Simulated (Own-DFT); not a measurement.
AlGa₃N₄ (wurtzite random alloy, strained, atoms displaced) (calculated)

Computed with Own-DFT development build. A calculation, not a measurement: plane-wave PBE density functional theory by an unreviewed code, no spin, of a simulated periodic cell, stress positive in tension, free energy of the whole cell less one offset for each atom, forces on such cells passed a denser k mesh, this cell's mesh not checked; offsets are fitted by least squares, one for each functional and potential file, so energies compare only between cells with the same atoms and settings and are not formation energies; the far tail of each file's local potential was reset to the Coulomb form; each entry is a single point on an unrelaxed cell, so the pressure reflects the starting lattice, mostly measured values, from which strain is counted, and rises with the displacements; printed positions are rounded, which can move forces by about a meV/angstrom; the program is a retired in-house code; no spin-orbit coupling.

## AlGa₃N₄ (wurtzite random alloy, strained, atoms displaced)

```xyz
72
Lattice="9.7708 0.0000 0.0000 -4.8854 8.4617 0.0000 0.0000 0.0000 10.2685" Properties=species:S:1:pos:R:3 AlGa3N4
Ga    -0.0899     1.9243    10.2389
Ga     1.7878     0.9557     2.5626
N     -0.0085     1.8754     1.9256
N      1.6596     1.0291     4.5626
Al    -0.0747     1.9316     5.1358
Ga     1.6417     0.9280     7.6948
N      0.0828     1.9129     7.0134
N      1.5941     0.9464     9.6579
Ga    -1.6078     4.7537    10.1965
Ga     0.0414     3.7106     2.5738
N     -1.6666     4.7251     2.0163
N      0.0008     3.7196     4.5289
Ga    -1.6299     4.6868     5.0805
Ga    -0.0026     3.7939     7.7604
N     -1.5788     4.6017     7.1651
N     -0.0329     3.7502     9.6604
Ga    -3.3445     7.5419    10.2351
Ga    -1.5991     6.5663     2.5867
N     -3.2868     7.5317     1.9835
N     -1.5746     6.5271     4.4929
Al    -3.3385     7.5157     5.1614
Ga    -1.6013     6.6827     7.6574
N     -3.2241     7.4741     7.1100
N     -1.7156     6.7376     9.6982
Al     3.2271     1.8628    10.2242
Ga     4.8425     0.9213     2.5078
N      3.2507     1.8489     1.9069
N      4.9596     0.8914     4.5110
Ga     3.2167     1.8940     5.1533
Ga     4.9092     1.0145     7.6783
N      3.1829     1.8455     7.0999
N      4.9104     0.9534     9.6794
Ga     1.6246     4.7219     0.0403
Ga     3.2696     3.7537     2.5030
N      1.6793     4.7335     1.9476
N      3.2734     3.7751     4.4599
Ga     1.6160     4.7306     5.0588
Ga     3.3474     3.7249     7.7630
N      1.5623     4.7110     7.0980
N      3.2795     3.8080     9.6693
Ga     0.1013     7.4356    10.2509
Ga     1.6881     6.5295     2.6096
N     -0.0463     7.5512     1.9541
N      1.5961     6.6336     4.5617
Al    -0.0563     7.5431     5.1419
Al     1.6979     6.5456     7.6758
N      0.0392     7.5555     7.0480
N      1.6126     6.5618     9.7632
Ga     6.5429     1.8393     0.0087
Ga     8.1599     0.9282     2.5837
N      6.5586     1.8704     1.9232
N      8.0929     1.0109     4.5749
Al     6.4994     1.8274     5.0640
Ga     8.1573     0.8761     7.7300
N      6.5352     1.9245     7.0860
N      8.1728     0.9593     9.7224
Al     4.8913     4.6175     0.0008
Ga     6.4937     3.7274     2.5919
N      4.8385     4.6347     1.9406
N      6.4459     3.8158     4.4831
Ga     4.8817     4.6822     5.0750
Ga     6.5444     3.8338     7.7579
N      4.8747     4.6763     7.1368
N      6.5800     3.7293     9.6462
Al     3.2871     7.5058    10.2130
Ga     4.8687     6.6705     2.6311
N      3.3150     7.5382     1.9083
N      4.8676     6.7019     4.5585
Ga     3.2675     7.5831     5.1113
Al     4.8879     6.5961     7.7192
N      3.2285     7.5095     7.0992
N      4.8909     6.5086     9.5981
```

It was run with functional PBE, potential files PseudoDojo norm-conserving, scalar-relativistic, standard set with the stringent files for Ga, wave cutoff 96 hartree, occupations Gaussian, smearing width 0.01 eV and k mesh 4 x 4 x 3 centred on Gamma.

Results for AlGa₃N₄ (wurtzite random alloy, strained, atoms displaced): free energy of cell above offsets -10.429 eV; pressure -3.29 GPa; stress xx 4.68 GPa; stress yy 6.65 GPa; stress zz -1.46 GPa; stress yz -0.09 GPa; stress xz 0.28 GPa; stress xy -0.59 GPa.

Force:
| element | x (eV/Å) | y (eV/Å) | z (eV/Å) |
| --- | --- | --- | --- |
| Ga | 1.638 | -0.29 | 0.769 |
| Ga | -2.755 | -0.834 | 0.561 |
| N | 0.668 | -0.08 | 0.555 |
| N | -1.669 | -1.682 | -0.329 |
| Al | 1.195 | -0.406 | 0.067 |
| Ga | -0.909 | -0.042 | 0.119 |
| N | -1.153 | -0.695 | 0.726 |
| N | 0.332 | 0.805 | 0.064 |
| Ga | -0.741 | 0.503 | 1.283 |
| Ga | -0.815 | 0.529 | -0.379 |
| N | 0.776 | -0.676 | -1.028 |
| N | -0.051 | 0.103 | -0.186 |
| Ga | -0.013 | -0.262 | 0.968 |
| Ga | 0.784 | -0.974 | -1.058 |
| N | -0.897 | 2.154 | -1.43 |
| N | 0.79 | 0.851 | 0.674 |
| Ga | 0.181 | 0.209 | 1.021 |
| Ga | -0.649 | 0.171 | -0.844 |
| N | 0.452 | 0.018 | -0.115 |
| N | -0.964 | 1.547 | 1.646 |
| Al | 1.769 | 0.849 | -0.16 |
| Ga | 0.636 | -1.349 | 0.934 |
| N | -1.795 | 0.248 | -1.164 |
| N | 1.77 | -1.679 | -0.996 |
| Al | 0.353 | -0.172 | 0.071 |
| Ga | 1.127 | 0.2 | 0.46 |
| N | 0.917 | 1.162 | -1.132 |
| N | -0.949 | 0.328 | 0.142 |
| Ga | 1.113 | 0.318 | -0.105 |
| Ga | 0.128 | -0.595 | 0.266 |
| N | 1.64 | 0.792 | 0.129 |
| N | -0.808 | 0.047 | -0.194 |
| Ga | -0.008 | -0.81 | -0.7 |
| Ga | -0.107 | -0.437 | 0.4 |
| N | -0.729 | -0.816 | 0.534 |
| N | -0.425 | -0.026 | 0.491 |
| Ga | 0.096 | -0.404 | 1.275 |
| Ga | -1.687 | 0.223 | -1.01 |
| N | 1.52 | 0.679 | 0.004 |
| N | -0.01 | -1.335 | 0.91 |
| Ga | -2.836 | 2.059 | 0.761 |
| Ga | -0.618 | 1.554 | -0.421 |
| N | 1.126 | -0.953 | -0.088 |
| N | 0.061 | 0.023 | -0.182 |
| Al | 0.648 | -0.241 | -0.298 |
| Al | -1.406 | -0.032 | 0.111 |
| N | 0.571 | -0.372 | 0.269 |
| N | 2.433 | 0.053 | -2.469 |
| Ga | -0.395 | 0.626 | -0.344 |
| Ga | 0.057 | 0.309 | -0.398 |
| N | -0.602 | -0.209 | 0.964 |
| N | 0.942 | -0.086 | -0.464 |
| Al | -0.532 | 1.301 | 1.369 |
| Ga | 0.008 | 1.713 | -0.492 |
| N | 0.105 | -0.313 | -0.968 |
| N | -0.715 | -2.077 | -1.114 |
| Al | 0.735 | 0.759 | 0.193 |
| Ga | 0.134 | 0.451 | -1.242 |
| N | 0.998 | 1.135 | -0.711 |
| N | 1.041 | -1.594 | 1.009 |
| Ga | -0.594 | 0.6 | 1.083 |
| Ga | -0.092 | -1.068 | -0.996 |
| N | 0.453 | 1.411 | -0.833 |
| N | -1.321 | 0.562 | 1.197 |
| Al | 0.135 | -0.072 | 0.817 |
| Ga | 0.563 | -0.989 | -1.1 |
| N | -0.888 | -0.199 | -0.218 |
| N | 0.364 | -1.038 | 0.271 |
| Ga | -1.028 | -0.08 | 0.589 |
| Al | 0.12 | -0.731 | -0.626 |
| N | 0.894 | -0.811 | 0.573 |
| N | -1.111 | 0.136 | 0.52 |
